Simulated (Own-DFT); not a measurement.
# Which defects push the lattice out? 2H SiC

Source: density functional calculations with Own-DFT, an unreviewed in-house program that is no longer used. Nothing was measured or relaxed, and spin and spin-orbit coupling are left out.

Settings: PBE; PseudoDojo norm-conserving scalar-relativistic files; cutoff 42 hartree; 4 x 4 x 3 k mesh centred on Gamma; Fermi-Dirac smearing of 0.1 eV.

Known weak points (not all hold for every row): a neutral cation vacancy leaves holes that likely carry spin, which these runs leave out; not probed for a lower state with spin; forces on such cells moved up to 12 meV/angstrom on a denser k mesh; forces on such cells passed a denser k mesh, each cell not checked; stress not checked against mesh or cutoff.

All runs share one cell, with vectors in Å (9.248, 0.000, 0.000); (-4.624, 8.009, 0.000); (0.000, 0.000, 10.068) and a volume of 745.7 Å³. The atoms are randomly displaced, by u rms on each axis. The defect's site can differ from row to row.

```
                                     cell     formula   u (Å)  P (GPa)
                                no defect     C36Si36  0.0311     3.90
                                no defect     C36Si36  0.0592     6.16
                                no defect     C36Si36  0.0607     6.55
                 two Al on a Si site each  Al2C36Si34  0.0301     5.80
                 two Al on a Si site each  Al2C36Si34  0.0483     7.25
                 two Al on a Si site each  Al2C36Si34  0.0534     7.69
                           one Si vacancy     C36Si35  0.0489        ?
                           one Si vacancy     C36Si35  0.0501     4.67
                           one Si vacancy     C36Si35  0.0519     4.74
                           one Si vacancy     C36Si35  0.0529     4.81
                       one Si on a C site     C35Si37  0.0285    10.25
                       one Si on a C site     C35Si37  0.0484    11.07
                       one Si on a C site     C35Si37  0.0526    11.77
one Al on a Si site and one N on a C site  AlC35NSi35  0.0298     3.95
one Al on a Si site and one N on a C site  AlC35NSi35  0.0302     4.15
one Al on a Si site and one N on a C site  AlC35NSi35  0.0493     5.55
```

## Working it out

P = P0 + c u² + a shift for each defect gives P0 = 3.07 GPa, c = 906 ± 51 GPa/Å² and a scatter of 0.16 GPa. The shifts, and each times the cell's volume:

- one Si on a C site: 6.17 ± 0.14 GPa, 28.7 eV
- two Al on a Si site each: 2.00 ± 0.14 GPa, 9.3 eV (4.7 eV for each of its 2 sites)
- one Al on a Si site and one N on a C site: 0.20 ± 0.15 GPa, 0.9 eV (not resolved)
- one Si vacancy: -0.75 ± 0.13 GPa, -3.5 eV

Positive is outwards. The product with the volume (160.2 GPa Å³ to the eV) is nearly free of the cell's size; divided by the bulk modulus at the cell's pressure it gives the volume that the defect adds. The atoms around the defects weren't relaxed, which would change these numbers.

## The run left out

Asked: what pressure belongs in the blank (one Si vacancy, u = 0.0489 Å)?

Estimate: 4.49 ± 0.19 GPa. The run itself gave 4.48 GPa.
